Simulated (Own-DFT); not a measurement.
# How strain changes the stress of wurtzite AlGaN with randomly placed atoms, 96 atoms (Al36Ga12N48)

All numbers below are calculated, not measured. They come from Own-DFT, an in-house plane-wave density functional program, since retired, whose code no person has reviewed. Each row is one single-point run on a periodic cell that was not relaxed, without spin or spin-orbit coupling.

Settings of every run: PBE; PseudoDojo norm-conserving scalar-relativistic files (stringent for Ga); cutoff 96 hartree; 3 x 4 x 3 k mesh centred on Gamma; Gaussian smearing of 0.01 eV.

Known limits: k mesh not checked against a denser one; stress not checked against mesh or cutoff.

Unstrained cell vectors in Å: (12.525, 0.000, 0.000); (-4.697, 8.135, 0.000); (0.000, 0.000, 10.066). The unstrained cell has measured lattice constants (interpolated for alloys), not those of this functional. That, the random moves and any unrelaxed bonds set the pressure at no strain. Each run strains this cell uniformly, with the atoms carried along. Every atom was also moved at random, by a Gaussian of width 0.05 Å on each axis. The random placing of the alloy's atoms differs from row to row. Strain is the symmetric tensor, in per cent. Stress is positive in tension, and the pressure is minus a third of its trace.

```
run  e_xx (%)  e_yy (%)  e_zz (%)  s_xx (GPa)  s_yy (GPa)  s_zz (GPa)  P (GPa)  E (meV/atom)
  1      3.00      3.00      0.00        8.55        9.08       -3.25    -4.79          10.5
  2     -0.75     -0.75      0.00      -10.42      -11.94       -6.04     9.47           8.6
  3     -1.00     -1.00      0.00      -13.52      -11.19       -7.65    10.79          22.7
  4     -2.75     -2.75      0.00      -24.10      -25.14      -11.02    20.09          70.0
  5      1.25      1.25      0.00        0.20        1.32       -4.70     1.06           0.0
  6      0.50      0.50      0.00       -3.40       -4.85       -4.60     4.28           7.8
  7     -0.50     -0.50      0.00      -11.48       -7.43       -6.41     8.44          17.0
  8      2.00      2.00      0.00        2.89        3.48       -2.84    -1.18           9.2
  9      2.25      2.25      0.00           ?           ?           ?        ?             ?
```

E is the free energy for each atom above the lowest run shown.

## Worked fit

The change of volume is close to e_xx + e_yy + e_zz. A straight line through the runs shown gives P = 7.01 - 212 x (fractional change of volume) GPa, with an error of 10 on the slope and a scatter of 0.98 GPa. The strain isn't the same on all axes and the cell isn't cubic, so the slope belongs to this path and is not the bulk modulus.

## Withheld run

Question: what pressure should run 9 give? Its volume changes by 4.55 %.

The line gives -2.6 GPa. The calculation gave -1.88 GPa.
